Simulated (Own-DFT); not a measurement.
# Computed records: GaP (zincblende, strained, atoms displaced), SiC (2H silicon carbide, atoms displaced), GaN (wurtzite, strained, atoms displaced)

A calculation, not a measurement: plane-wave PBE density functional theory by an unreviewed code, no spin, of a simulated periodic cell, stress positive in tension, free energy of the whole cell less one offset for each atom, forces on such cells passed a denser k mesh, this cell's mesh not checked; offsets are fitted by least squares, one for each functional and potential file, so energies compare only between cells with the same atoms and settings and are not formation energies; the far tail of each file's local potential was reset to the Coulomb form; each entry is a single point on an unrelaxed cell, so the pressure reflects the starting lattice, mostly measured values (interpolated for alloys), from which strain is counted, and rises with the displacements; printed positions are rounded, which can move forces by about a meV/angstrom; the program, named Own-DFT, is a retired in-house code; no spin-orbit coupling. Program: Own-DFT development build.

Settings shared by all entries: functional PBE.

(1) 
```cif
# cell vector a (Å): 10.8620 0.0000 0.0000
# cell vector b (Å): 0.0000 10.8620 0.0000
# cell vector c (Å): 0.0000 0.0000 10.9439
data_GaP
_symmetry_space_group_name_H-M 'P 1'
_symmetry_Int_Tables_number 1
_cell_length_a 10.8620
_cell_length_b 10.8620
_cell_length_c 10.9439
_cell_angle_alpha 90.000
_cell_angle_beta 90.000
_cell_angle_gamma 90.000
_cell_volume 1291.19
loop_
_atom_site_label
_atom_site_type_symbol
_atom_site_fract_x
_atom_site_fract_y
_atom_site_fract_z
_atom_site_occupancy
Ga1 Ga 0.00415 0.99881 0.99781 1
Ga2 Ga 0.99774 0.24800 0.24780 1
Ga3 Ga 0.25060 0.99718 0.24804 1
Ga4 Ga 0.24953 0.25081 0.99874 1
P1 P 0.12336 0.12757 0.12995 1
P2 P 0.12543 0.37771 0.37772 1
P3 P 0.37509 0.12575 0.37516 1
P4 P 0.37843 0.37126 0.12593 1
Ga5 Ga 0.99811 0.00515 0.50422 1
Ga6 Ga 0.00110 0.25079 0.75030 1
Ga7 Ga 0.24884 0.99648 0.74545 1
Ga8 Ga 0.24987 0.24823 0.50391 1
P5 P 0.13026 0.12463 0.62721 1
P6 P 0.12623 0.37971 0.87660 1
P7 P 0.37512 0.12031 0.87477 1
P8 P 0.37216 0.37558 0.62382 1
Ga9 Ga 0.00311 0.50052 0.99809 1
Ga10 Ga 0.99859 0.75290 0.24832 1
Ga11 Ga 0.25187 0.50502 0.24263 1
Ga12 Ga 0.24845 0.74786 0.00353 1
P9 P 0.12499 0.62715 0.12454 1
P10 P 0.12194 0.87641 0.37719 1
P11 P 0.37998 0.62385 0.37591 1
P12 P 0.37729 0.87435 0.12527 1
Ga13 Ga 0.00039 0.49714 0.50466 1
Ga14 Ga 0.00286 0.75100 0.74799 1
Ga15 Ga 0.24888 0.50013 0.74670 1
Ga16 Ga 0.24891 0.75304 0.50157 1
P13 P 0.12202 0.62616 0.62013 1
P14 P 0.12408 0.87313 0.87630 1
P15 P 0.37585 0.62547 0.87723 1
P16 P 0.37644 0.87674 0.62765 1
Ga17 Ga 0.50313 0.00218 0.00136 1
Ga18 Ga 0.50080 0.24793 0.24398 1
Ga19 Ga 0.74787 0.99793 0.25301 1
Ga20 Ga 0.75463 0.24966 0.00091 1
P17 P 0.62066 0.11974 0.12154 1
P18 P 0.62385 0.37410 0.37190 1
P19 P 0.87790 0.12662 0.37552 1
P20 P 0.87650 0.37855 0.12591 1
Ga21 Ga 0.50030 0.00103 0.49650 1
Ga22 Ga 0.50092 0.25271 0.74695 1
Ga23 Ga 0.75041 0.99668 0.74716 1
Ga24 Ga 0.75021 0.24749 0.50298 1
P21 P 0.62571 0.12466 0.62431 1
P22 P 0.62839 0.37419 0.87019 1
P23 P 0.87557 0.12390 0.87287 1
P24 P 0.87419 0.37183 0.62718 1
Ga25 Ga 0.49600 0.49940 0.00025 1
Ga26 Ga 0.50132 0.75055 0.24987 1
Ga27 Ga 0.74509 0.49619 0.25633 1
Ga28 Ga 0.74994 0.75473 0.00092 1
P25 P 0.62045 0.62561 0.12671 1
P26 P 0.62670 0.87323 0.37486 1
P27 P 0.87535 0.62415 0.37398 1
P28 P 0.87953 0.87691 0.12424 1
Ga29 Ga 0.49634 0.50078 0.49688 1
Ga30 Ga 0.50023 0.75044 0.74919 1
Ga31 Ga 0.75246 0.49843 0.75267 1
Ga32 Ga 0.75119 0.74832 0.49851 1
P29 P 0.62620 0.62746 0.62553 1
P30 P 0.62016 0.87668 0.86980 1
P31 P 0.87354 0.62469 0.87525 1
P32 P 0.87775 0.87196 0.62557 1
_calc_potential_files 'PseudoDojo norm-conserving, scalar-relativistic, standard set'
_calc_wave_cutoff 42  # hartree
_calc_occupations 'Fermi-Dirac'
_calc_smearing_width 0.1  # eV
_calc_k_mesh '3 x 3 x 3 centred on Gamma'
_calc_free_energy_of_cell_above_offsets '-35.244'  # eV
_calc_pressure 3.09  # GPa
_calc_stress_xx -3.27  # GPa
_calc_stress_yy -3.3  # GPa
_calc_stress_zz -2.69  # GPa
_calc_stress_yz 0.1  # GPa
_calc_stress_xz 0.03  # GPa
_calc_stress_xy 0.13  # GPa
```

Force:
```tsv
element	x (eV/Å)	y (eV/Å)	z (eV/Å)
Ga	-0.21	0.541	0.205
Ga	0.191	0.765	0.52
Ga	-0.078	0.189	0.365
Ga	0.115	-0.295	0.095
P	0.426	-0.419	-0.814
P	0.173	-0.312	-0.547
P	-0.094	0.008	-0.26
P	-0.634	0.403	-0.396
Ga	0.248	-0.333	-0.116
Ga	0.214	-0.091	0.225
Ga	0.15	0.041	0.875
Ga	0.024	0.271	-0.692
P	-0.741	0.148	0.008
P	0.043	-0.55	-0.396
P	-0.126	0.542	-0.221
P	0.396	0.026	0.048
Ga	-0.452	0.3	0.224
Ga	0.141	-0.307	0.406
Ga	0.127	-0.524	0.858
Ga	0.393	0.35	-0.386
P	-0.359	-0.092	0.093
P	0.16	0.113	-0.124
P	-0.973	0.677	-0.39
P	-0.153	0.039	-0.154
Ga	-0.403	0.04	-0.548
Ga	-0.254	-0.405	0.397
Ga	0.046	0.483	0.214
Ga	0.336	-0.164	-0.332
P	0.464	-0.024	0.605
P	0.493	-0.042	-0.26
P	-0.375	-0.002	-0.477
P	0.058	-0.282	-0.636
Ga	-0.741	-0.713	-0.668
Ga	0.085	-0.226	0.687
Ga	0.4	0.271	-0.311
Ga	-0.338	-0.002	-0.081
P	1.269	0.755	0.585
P	-0.308	-0.675	0.79
P	-0.62	-0.159	-0.006
P	-0.215	-0.131	0.012
Ga	0.066	-0.068	0.209
Ga	-0.227	-0.349	0.269
Ga	0.033	0.183	0.104
Ga	-0.071	0.248	-0.505
P	-0.183	-0.2	-0.005
P	-0.441	-0.03	0.864
P	0.114	-0.178	0.128
P	0.089	0.273	-0.123
Ga	0.645	-0.201	-0.176
Ga	-0.137	-0.011	0.186
Ga	0.486	0.736	-0.792
Ga	-0.297	-0.294	-0.109
P	0.684	-0.212	-0.312
P	-0.203	0.032	0.208
P	0.098	-0.193	0.092
P	-0.602	0.205	-0.027
Ga	0.68	-0.285	0.536
Ga	-0.191	-0.306	0.052
Ga	-0.137	0.332	-0.424
Ga	0.124	0.024	0.088
P	-0.082	-0.587	-0.118
P	0.618	-0.013	0.659
P	0.34	0.341	0.067
P	-0.288	0.338	-0.269
```

(2) 
```cif
# cell vector a (Å): 6.1654 0.0000 0.0000
# cell vector b (Å): -3.0827 5.3394 0.0000
# cell vector c (Å): 0.0000 0.0000 10.0681
data_SiC
_symmetry_space_group_name_H-M 'P 1'
_symmetry_Int_Tables_number 1
_cell_length_a 6.1654
_cell_length_b 6.1654
_cell_length_c 10.0681
_cell_angle_alpha 90.000
_cell_angle_beta 90.000
_cell_angle_gamma 120.000
_cell_volume 331.44
loop_
_atom_site_label
_atom_site_type_symbol
_atom_site_fract_x
_atom_site_fract_y
_atom_site_fract_z
_atom_site_occupancy
Si1 Si 0.00878 0.99959 0.99682 1
Si2 Si 0.21109 0.35285 0.24064 1
C1 C 0.00265 0.00760 0.18778 1
C2 C 0.19861 0.36371 0.41847 1
Si3 Si 0.99685 0.98813 0.48550 1
Si4 Si 0.15977 0.33987 0.75999 1
C3 C 0.97031 0.96271 0.68115 1
C4 C 0.16577 0.32037 0.94699 1
Si5 Si 0.03959 0.51214 0.00627 1
Si6 Si 0.16083 0.79466 0.23058 1
C5 C 0.98848 0.46533 0.18658 1
C6 C 0.16449 0.82348 0.44666 1
Si7 Si 0.01888 0.51961 0.50039 1
Si8 Si 0.11645 0.80133 0.74820 1
C7 C 0.96776 0.48039 0.67773 1
C8 C 0.15609 0.82586 0.95264 1
Si9 Si 0.49134 0.99786 0.99010 1
Si10 Si 0.65693 0.31226 0.26848 1
C9 C 0.52237 0.01674 0.17446 1
C10 C 0.64469 0.33669 0.43423 1
Si11 Si 0.49694 0.96138 0.51680 1
Si12 Si 0.69477 0.34251 0.73637 1
C11 C 0.51386 0.00285 0.68426 1
C12 C 0.70325 0.35339 0.92839 1
Si13 Si 0.51329 0.49801 0.01254 1
Si14 Si 0.66820 0.82989 0.24928 1
C13 C 0.47994 0.47590 0.16937 1
C14 C 0.65308 0.83875 0.43037 1
Si15 Si 0.50546 0.49459 0.49082 1
Si16 Si 0.66265 0.82416 0.74551 1
C15 C 0.51069 0.48736 0.69498 1
C16 C 0.68917 0.84757 0.92821 1
_calc_potential_files 'PseudoDojo norm-conserving, scalar-relativistic, standard set'
_calc_wave_cutoff 42  # hartree
_calc_occupations 'Fermi-Dirac'
_calc_smearing_width 0.1  # eV
_calc_hardware 'one NVIDIA H100'
_calc_k_mesh '5 x 5 x 3 centred on Gamma'
_calc_free_energy_of_cell_above_offsets '6.397'  # eV
_calc_pressure 12.74  # GPa
_calc_stress_xx -12.82  # GPa
_calc_stress_yy -7.57  # GPa
_calc_stress_zz -17.82  # GPa
_calc_stress_yz 0.76  # GPa
_calc_stress_xz 5.42  # GPa
_calc_stress_xy -0.72  # GPa
_calc_wall_time 129  # s
```

Force:
```tsv
element	x (eV/Å)	y (eV/Å)	z (eV/Å)
Si	-2.507	-0.386	2.07
Si	-7.344	-4.967	2.088
C	1.542	-1.883	0.173
C	-2.1	-2.247	3.41
Si	-0.333	1.91	0.956
Si	1.996	-1.796	-1.596
C	0.727	3.926	-0.985
C	1.668	2.417	-1.897
Si	-3.589	-3.572	-0.31
Si	-0.741	3.606	2.253
C	0.106	1.195	0.679
C	0.753	2.212	-2.628
Si	-0.481	-4.169	-2.268
Si	3.173	1.987	0.938
C	9.23	4.111	-1.408
C	1.765	0.524	-3.602
Si	3.381	2.596	-0.442
Si	0.693	0.458	-5.931
C	-1.107	-3.138	1.785
C	4.978	-1.95	2.929
Si	-3.861	3.06	-3.754
Si	-8.041	-5.603	5.583
C	-1.434	-1.329	3.342
C	-1.17	-1.141	0.893
Si	1.812	0.961	-10.74
Si	-0.289	0.963	-2.36
C	6.177	4.099	7.129
C	3.689	-1.45	-0.112
Si	-2.405	1.847	3.227
Si	-0.829	-0.905	1.131
C	-3.379	0.425	-2.297
C	-2.08	-1.761	1.746
```

(3) 
```cif
# cell vector a (Å): 10.8620 0.0000 0.0000
# cell vector b (Å): 0.0000 10.8620 0.0000
# cell vector c (Å): 0.0000 0.0000 10.9361
data_GaP
_symmetry_space_group_name_H-M 'P 1'
_symmetry_Int_Tables_number 1
_cell_length_a 10.8620
_cell_length_b 10.8620
_cell_length_c 10.9361
_cell_angle_alpha 90.000
_cell_angle_beta 90.000
_cell_angle_gamma 90.000
_cell_volume 1290.27
loop_
_atom_site_label
_atom_site_type_symbol
_atom_site_fract_x
_atom_site_fract_y
_atom_site_fract_z
_atom_site_occupancy
Ga1 Ga 0.00009 0.99700 0.99520 1
Ga2 Ga 0.98884 0.25490 0.24711 1
Ga3 Ga 0.24380 0.99584 0.25484 1
Ga4 Ga 0.24625 0.25648 0.00197 1
P1 P 0.12072 0.12039 0.12490 1
P2 P 0.12867 0.38163 0.36985 1
P3 P 0.37348 0.13208 0.37608 1
P4 P 0.37093 0.37979 0.12422 1
Ga5 Ga 0.99797 0.99416 0.50366 1
Ga6 Ga 0.00016 0.24416 0.74464 1
Ga7 Ga 0.24946 0.99695 0.75093 1
Ga8 Ga 0.24279 0.25897 0.49115 1
P5 P 0.12067 0.12543 0.62418 1
P6 P 0.12426 0.37989 0.87633 1
P7 P 0.36709 0.11967 0.87326 1
P8 P 0.37327 0.37720 0.63039 1
Ga9 Ga 0.99129 0.50640 0.99644 1
Ga10 Ga 0.99122 0.75397 0.25419 1
Ga11 Ga 0.24823 0.49566 0.25443 1
Ga12 Ga 0.25586 0.74969 0.99389 1
P9 P 0.13096 0.62985 0.12632 1
P10 P 0.12298 0.87212 0.37788 1
P11 P 0.37182 0.62417 0.37465 1
P12 P 0.37399 0.87962 0.12406 1
Ga13 Ga 0.99439 0.50103 0.49589 1
Ga14 Ga 0.00159 0.75216 0.74978 1
Ga15 Ga 0.24879 0.49993 0.74690 1
Ga16 Ga 0.25428 0.75493 0.50288 1
P13 P 0.12027 0.62224 0.62152 1
P14 P 0.12494 0.87919 0.87254 1
P15 P 0.37491 0.61976 0.88007 1
P16 P 0.37074 0.87878 0.63123 1
Ga17 Ga 0.49588 0.99635 0.99901 1
Ga18 Ga 0.50198 0.25362 0.24538 1
Ga19 Ga 0.75144 0.99552 0.25626 1
Ga20 Ga 0.74984 0.24838 0.00327 1
P17 P 0.62408 0.13307 0.11887 1
P18 P 0.62574 0.37661 0.38168 1
P19 P 0.86814 0.12245 0.37226 1
P20 P 0.86419 0.38167 0.11757 1
Ga21 Ga 0.50126 0.99211 0.50007 1
Ga22 Ga 0.49702 0.25081 0.74880 1
Ga23 Ga 0.75269 0.00282 0.75243 1
Ga24 Ga 0.74402 0.25186 0.50089 1
P21 P 0.63377 0.12393 0.62430 1
P22 P 0.62156 0.37460 0.87577 1
P23 P 0.87680 0.12656 0.87458 1
P24 P 0.87937 0.36874 0.62190 1
Ga25 Ga 0.50011 0.50163 0.99616 1
Ga26 Ga 0.49376 0.76176 0.25193 1
Ga27 Ga 0.75816 0.49543 0.25938 1
Ga28 Ga 0.75317 0.74630 0.99997 1
P25 P 0.62071 0.62206 0.11914 1
P26 P 0.62406 0.87393 0.37072 1
P27 P 0.87371 0.62538 0.37672 1
P28 P 0.88103 0.87423 0.12345 1
Ga29 Ga 0.49321 0.50708 0.49725 1
Ga30 Ga 0.50061 0.74706 0.75498 1
Ga31 Ga 0.75508 0.49716 0.73683 1
Ga32 Ga 0.74344 0.74871 0.49934 1
P29 P 0.63167 0.62537 0.62981 1
P30 P 0.63191 0.87323 0.87561 1
P31 P 0.88318 0.62447 0.87866 1
P32 P 0.86853 0.87087 0.62378 1
_calc_potential_files 'PseudoDojo norm-conserving, scalar-relativistic, standard set'
_calc_wave_cutoff 42  # hartree
_calc_occupations 'Fermi-Dirac'
_calc_smearing_width 0.1  # eV
_calc_hardware 'one NVIDIA H100'
_calc_k_mesh '3 x 3 x 3 centred on Gamma'
_calc_free_energy_of_cell_above_offsets '-33.567'  # eV
_calc_pressure 3.51  # GPa
_calc_stress_xx -3.63  # GPa
_calc_stress_yy -3.71  # GPa
_calc_stress_zz -3.19  # GPa
_calc_stress_yz 0.46  # GPa
_calc_stress_xz 0.01  # GPa
_calc_stress_xy 0.14  # GPa
_calc_wall_time 508.2  # s
```

Force:
```tsv
element	x (eV/Å)	y (eV/Å)	z (eV/Å)
Ga	0.048	0.527	0.349
Ga	0.533	-0.319	-0.307
Ga	0.36	0.789	-0.249
Ga	-0.112	-0.805	-0.045
P	-0.002	0.702	0.144
P	-2.118	-0.686	0.345
P	0.259	-0.816	-0.161
P	0.628	-0.204	0.068
Ga	-0.234	0.51	-0.273
Ga	0.293	0.708	0.981
Ga	-0.703	0.892	-0.247
Ga	0.618	-0.698	1.253
P	0.858	-0.351	-0.632
P	-0.601	-0.382	-0.339
P	0.671	0.904	0.376
P	-0.031	-0.159	-1.198
Ga	1.872	-0.822	1.282
Ga	1.223	-0.6	-0.39
Ga	0.514	1.254	-1.259
Ga	-0.591	0.349	0.594
P	-0.874	-0.233	0.123
P	-0.087	-0.028	0.185
P	0.039	0.901	-0.229
P	-0.604	-0.182	0.177
Ga	0.652	-0.333	0.263
Ga	-0.066	-0.247	-0.156
Ga	-0.348	0.325	0.421
Ga	-0.575	-0.686	0.012
P	0.485	0.503	0.147
P	0.161	-0.874	0.06
P	-0.173	0.476	-1.272
P	1.074	-0.817	-0.435
Ga	0.702	0.638	-0.352
Ga	-0.26	0.195	0.319
Ga	-0.252	0.486	-1.602
Ga	-0.111	0.313	-1.109
P	-0.232	-1.647	0.863
P	-0.64	0.272	-0.619
P	0.739	0.581	0.864
P	1.074	-0.244	0.612
Ga	-0.19	1.173	0.202
Ga	0.282	-0.698	0.236
Ga	-0.011	-0.28	-0.083
Ga	0.734	-0.387	-0.192
P	-1.413	-0.205	0.264
P	0.695	-0.031	-0.633
P	-0.111	0	0.26
P	-0.194	0.229	-0.378
Ga	0.042	-0.623	0.527
Ga	0.199	-1.532	-0.752
Ga	-1.382	0.453	-0.774
Ga	-0.085	-0.088	0.27
P	0.541	0.563	1.438
P	-0.021	-0.142	0.641
P	-0.22	0.44	0.044
P	-1.099	0.206	0.008
Ga	0.761	-0.506	0.903
Ga	0.035	0.148	0.036
Ga	0.199	-0.281	1.665
Ga	0.237	0.005	-0.076
P	-1.351	0.113	-0.736
P	-0.599	0.236	0.105
P	-1.591	0.816	-1.797
P	0.35	0.198	0.258
```

(4) 
```cif
# cell vector a (Å): 12.7560 0.0000 0.0319
# cell vector b (Å): -4.7835 8.2853 -0.0120
# cell vector c (Å): 0.0259 0.0000 10.3700
data_GaN
_symmetry_space_group_name_H-M 'P 1'
_symmetry_Int_Tables_number 1
_cell_length_a 12.7560
_cell_length_b 9.5670
_cell_length_c 10.3700
_cell_angle_alpha 90.143
_cell_angle_beta 89.714
_cell_angle_gamma 120.000
_cell_volume 1095.97
loop_
_atom_site_label
_atom_site_type_symbol
_atom_site_fract_x
_atom_site_fract_y
_atom_site_fract_z
_atom_site_occupancy
Ga1 Ga 0.08277 0.22157 0.99728 1
Ga2 Ga 0.17082 0.11606 0.24468 1
N1 N 0.08099 0.21986 0.18780 1
N2 N 0.16286 0.10904 0.44840 1
Ga3 Ga 0.08448 0.21872 0.49895 1
Ga4 Ga 0.16986 0.11274 0.74632 1
N3 N 0.07548 0.21769 0.68881 1
N4 N 0.17167 0.10490 0.93618 1
Ga5 Ga 0.08031 0.55193 0.00218 1
Ga6 Ga 0.16370 0.44085 0.24754 1
N5 N 0.09010 0.55582 0.18490 1
N6 N 0.17050 0.44809 0.44098 1
Ga7 Ga 0.07790 0.54883 0.50328 1
Ga8 Ga 0.17478 0.45729 0.75097 1
N7 N 0.08196 0.55437 0.69240 1
N8 N 0.16230 0.44857 0.93399 1
Ga9 Ga 0.08959 0.89190 0.00731 1
Ga10 Ga 0.16966 0.78310 0.24417 1
N9 N 0.08970 0.89238 0.19088 1
N10 N 0.16566 0.75997 0.43928 1
Ga11 Ga 0.08980 0.89218 0.50208 1
Ga12 Ga 0.16864 0.78760 0.74262 1
N11 N 0.07797 0.87920 0.68412 1
N12 N 0.16827 0.76771 0.93601 1
Ga13 Ga 0.32968 0.22337 0.00073 1
Ga14 Ga 0.41372 0.10626 0.24471 1
N13 N 0.33543 0.22523 0.18586 1
N14 N 0.41480 0.10509 0.44479 1
Ga15 Ga 0.33108 0.22592 0.50919 1
Ga16 Ga 0.42073 0.11464 0.75200 1
N15 N 0.33473 0.21788 0.69016 1
N16 N 0.40937 0.11196 0.92421 1
Ga17 Ga 0.33260 0.54626 0.99709 1
Ga18 Ga 0.41641 0.44739 0.24985 1
N17 N 0.33206 0.55829 0.19245 1
N18 N 0.41342 0.44035 0.43778 1
Ga19 Ga 0.32772 0.54661 0.50492 1
Ga20 Ga 0.41193 0.43896 0.75222 1
N19 N 0.33545 0.55316 0.68397 1
N20 N 0.41678 0.44953 0.92799 1
Ga21 Ga 0.33430 0.89501 0.99840 1
Ga22 Ga 0.42087 0.78777 0.24669 1
N21 N 0.32419 0.87961 0.18802 1
N22 N 0.41509 0.77528 0.44141 1
Ga23 Ga 0.33612 0.88630 0.49497 1
Ga24 Ga 0.40857 0.77506 0.74729 1
N23 N 0.33521 0.89491 0.68947 1
N24 N 0.42108 0.76966 0.94555 1
Ga25 Ga 0.57778 0.22012 0.00503 1
Ga26 Ga 0.67051 0.11784 0.25535 1
N25 N 0.59174 0.22949 0.18944 1
N26 N 0.67746 0.11711 0.43695 1
Ga27 Ga 0.58314 0.23232 0.50008 1
Ga28 Ga 0.66697 0.11447 0.74963 1
N27 N 0.58808 0.20750 0.68956 1
N28 N 0.67039 0.12243 0.94281 1
Ga29 Ga 0.58542 0.55329 0.00011 1
Ga30 Ga 0.67106 0.44812 0.25140 1
N29 N 0.58692 0.55617 0.17913 1
N30 N 0.67000 0.44288 0.44274 1
Ga31 Ga 0.58638 0.55788 0.49418 1
Ga32 Ga 0.66417 0.43635 0.75565 1
N31 N 0.58610 0.55321 0.69255 1
N32 N 0.66721 0.43762 0.94058 1
Ga33 Ga 0.57725 0.87172 0.99322 1
Ga34 Ga 0.66904 0.77709 0.24459 1
N33 N 0.58158 0.89285 0.19477 1
N34 N 0.66085 0.77578 0.44726 1
Ga35 Ga 0.58888 0.88888 0.49208 1
Ga36 Ga 0.66869 0.77129 0.75499 1
N35 N 0.58572 0.90227 0.69264 1
N36 N 0.66978 0.77478 0.93672 1
Ga37 Ga 0.83783 0.22149 0.00299 1
Ga38 Ga 0.91858 0.11403 0.24826 1
N37 N 0.82906 0.22161 0.19147 1
N38 N 0.91846 0.11808 0.43766 1
Ga39 Ga 0.83850 0.22735 0.49188 1
Ga40 Ga 0.92110 0.11359 0.74258 1
N39 N 0.83280 0.22515 0.69260 1
N40 N 0.91593 0.11280 0.93970 1
Ga41 Ga 0.83555 0.55932 0.00616 1
Ga42 Ga 0.91661 0.44768 0.25259 1
N41 N 0.83366 0.54936 0.18739 1
N42 N 0.91859 0.43810 0.43591 1
Ga43 Ga 0.82930 0.55211 0.49345 1
Ga44 Ga 0.91899 0.44444 0.75211 1
N43 N 0.83465 0.55851 0.68629 1
N44 N 0.91235 0.43085 0.94061 1
Ga45 Ga 0.83637 0.88267 0.99933 1
Ga46 Ga 0.91442 0.77350 0.24943 1
N45 N 0.84017 0.88988 0.18697 1
N46 N 0.91980 0.78166 0.43189 1
Ga47 Ga 0.82878 0.89804 0.49529 1
Ga48 Ga 0.91934 0.78252 0.74991 1
N47 N 0.83380 0.88875 0.68623 1
N48 N 0.91789 0.78840 0.93748 1
_calc_potential_files 'PseudoDojo norm-conserving, scalar-relativistic, standard set with the stringent files for Ga'
_calc_wave_cutoff 96  # hartree
_calc_occupations 'Gaussian'
_calc_smearing_width 0.01  # eV
_calc_k_mesh '3 x 4 x 3 centred on Gamma'
_calc_free_energy_of_cell_above_offsets '-4.319'  # eV
_calc_pressure 7.08  # GPa
_calc_stress_xx -7.78  # GPa
_calc_stress_yy -6.48  # GPa
_calc_stress_zz -6.97  # GPa
_calc_stress_yz 0.55  # GPa
_calc_stress_xz 0.5  # GPa
_calc_stress_xy -0.02  # GPa
```

Force:
```tsv
element	x (eV/Å)	y (eV/Å)	z (eV/Å)
Ga	-0.08	-0.076	-0.538
Ga	-0.628	-0.335	1.374
N	0.873	0.217	-0.323
N	1.546	0.306	-1.812
Ga	-1.204	1.064	0.519
Ga	-1.097	-0.761	0.21
N	3.186	1.695	-0.442
N	-1.606	0.667	-0.06
Ga	-0.401	-0.014	-0.626
Ga	0.633	0.572	0.946
N	-1.722	0.117	0.714
N	-0.942	-1.483	-0.57
Ga	0.855	-0.098	0.345
Ga	-1.24	-1.481	-0.449
N	0.604	0.757	-0.578
N	1.865	-0.964	0.711
Ga	-0.074	-1.015	-1.45
Ga	-0.82	-2.31	1.92
N	-1.146	-0.016	-0.001
N	-0.799	2.372	-0.604
Ga	-0.334	-1.715	-1.121
Ga	0.611	-1.452	1.039
N	0.293	1.833	0.548
N	-0.933	1.369	0.011
Ga	0.924	0.605	-0.84
Ga	0.684	0.588	1.233
N	0.224	0.055	0.127
N	-0.515	1.355	-1.313
Ga	0.774	-0.794	-1.511
Ga	0.816	-0.398	-2.42
N	-0.395	0.632	0.185
N	0.813	0.197	4.069
Ga	-1.474	0.809	1.05
Ga	0.008	0.315	0.019
N	0.664	-0.382	-0.882
N	0.831	0.372	0.063
Ga	0.621	1.454	-1.617
Ga	1.171	0.739	-1.716
N	-0.171	0.173	1.225
N	0.91	-1.105	2.435
Ga	0.513	-1.215	-0.546
Ga	-0.577	-1.598	1.058
N	2.108	2.316	-0.913
N	1.089	-0.21	-0.655
Ga	-0.585	-0.512	0.957
Ga	1.899	0.963	0.385
N	-0.321	-0.505	-0.491
N	-2.885	-0.105	-1.431
Ga	1.036	-0.408	-0.893
Ga	-0.256	-0.845	-0.724
N	-1.765	-0.816	0.519
N	-1.873	-0.499	0.478
Ga	1.107	-2.631	0.721
Ga	2.718	-0.763	1.895
N	-4.001	2.992	-1.298
N	-0.194	-1.829	-0.089
Ga	-0.054	-0.195	-1.655
Ga	-0.65	-0.471	-0.191
N	-0.349	-0.164	2.188
N	-1.481	0.707	-1.639
Ga	-0.662	-0.822	1.707
Ga	0.847	0.255	-0.926
N	-0.711	-0.809	-0.861
N	-0.486	0.889	0.379
Ga	1.39	3.231	1.03
Ga	-0.598	0.636	0.401
N	1.516	-0.053	-1.069
N	2.243	-0.582	-2.417
Ga	-2.936	1.423	2.036
Ga	-0.993	1.177	-1.479
N	0.506	-2.953	-0.727
N	0.147	-0.227	1.066
Ga	-1.493	-0.957	0.175
Ga	-0.782	-0.254	0.115
N	1.657	0.553	-0.195
N	0.822	-0.71	-0.572
Ga	-0.506	-0.601	2.319
Ga	-2.655	-0.85	1.5
N	0.892	-0.141	-1.267
N	1.081	-0.978	-0.374
Ga	0.445	-0.758	-1.954
Ga	1.58	-0.631	-0.707
N	-0.354	1.19	0.656
N	-1.11	1.651	-0.106
Ga	1.94	1.501	1.607
Ga	-0.878	-0.176	0.079
N	-0.043	-0.413	0.227
N	-0.341	2.718	0.065
Ga	-2.005	2.006	0.217
Ga	0.901	0.532	0.104
N	-1.105	-0.148	0.233
N	-0.513	-0.323	0.955
Ga	1.616	-0.83	0.732
Ga	-0.759	-0.987	-0.426
N	-0.077	0.134	-0.176
N	2.622	-1.773	0.107
```
